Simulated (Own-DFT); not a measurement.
# An alloy series: diamond-structure SiGe

All numbers below are calculated, not measured. They come from Own-DFT, an in-house plane-wave density functional program, since retired, whose code no person has reviewed. Each row is one single-point run on a periodic cell that was not relaxed, without spin or spin-orbit coupling.

Settings of every run: PBE; PseudoDojo norm-conserving scalar-relativistic files; cutoff 42 hartree; 5 x 5 x 5 k mesh centred on Gamma; Fermi-Dirac smearing of 0.1 eV.

Known limits, some of them of some rows only: forces on such cells failed a check on a denser k mesh; forces on such cells moved up to 12 meV/angstrom on a denser k mesh; forces on such cells passed a denser k mesh, each cell not checked; stress not checked against mesh or cutoff.

Each cell has 16 atoms, with Ge and Si placed at random on their shared sites; x is the share of Ge. Lattice constants follow the straight line between measured values of the end members, and atoms start on the ideal sites of that lattice. Every atom was also moved at random, by a Gaussian of width 0.03 Å on each axis. u is the rms move along one axis. dE is the free energy for each Ge or Si site above the straight-line part, a + b x, of the fit below.

| x | cell | u (Å) | volume (Å³/atom) | P (GPa) | dE (meV/site) |
|---|---|---|---|---|---|
| 0.125 | Ge2Si14 | 0.0321 | 20.340 | 2.26 | 10.1 |
| 0.125 | Ge2Si14 | 0.0323 | 20.340 | 2.31 | 15.4 |
| 0.125 | Ge2Si14 | 0.0317 | 20.340 | 2.32 | 15.3 |
| 0.125 | Ge2Si14 | 0.0301 | 20.340 | 2.20 | 8.1 |
| 0.250 | Ge4Si12 | 0.0311 | 20.659 | ? | ? |
| 0.500 | Ge8Si8 | 0.0275 | 21.306 | 2.68 | 12.7 |
| 0.500 | Ge8Si8 | 0.0294 | 21.306 | 2.85 | 31.7 |
| 0.500 | Ge8Si8 | 0.0279 | 21.306 | 2.68 | 19.1 |
| 0.500 | Ge8Si8 | 0.0274 | 21.306 | 2.81 | 20.1 |
| 0.750 | Ge12Si4 | 0.0293 | 21.966 | 3.27 | 14.7 |
| 0.750 | Ge12Si4 | 0.0280 | 21.966 | 3.38 | 19.1 |
| 0.750 | Ge12Si4 | 0.0288 | 21.966 | 3.30 | 14.3 |
| 0.750 | Ge12Si4 | 0.0341 | 21.966 | 3.39 | 22.0 |
| 0.875 | Ge14Si2 | 0.0315 | 22.302 | 3.70 | 13.2 |
| 0.875 | Ge14Si2 | 0.0274 | 22.302 | 3.63 | 8.0 |
| 0.875 | Ge14Si2 | 0.0362 | 22.302 | 3.78 | 17.6 |
| 0.875 | Ge14Si2 | 0.0285 | 22.302 | 3.63 | 7.6 |

## Worked fit

Fit E = a + b x + W x (1 - x) + k (u² - 0.03²) to the rows shown. It gives W = 93 ± 20 meV/site and k = 21 ± 7 eV/Å², with a scatter of 4.0 meV/site. Part of W is bond strain that relaxing the atoms would remove. The pressures follow P = 2.21 + 0.30 x + 1.59 x² GPa, with a scatter of 0.07.

## Withheld member

Question: what pressure and dE should the cell at x = 0.250 give?

The fits give 2.4 GPa and 19 meV/site. The calculation gave 2.48 GPa and 21.7 meV/site.
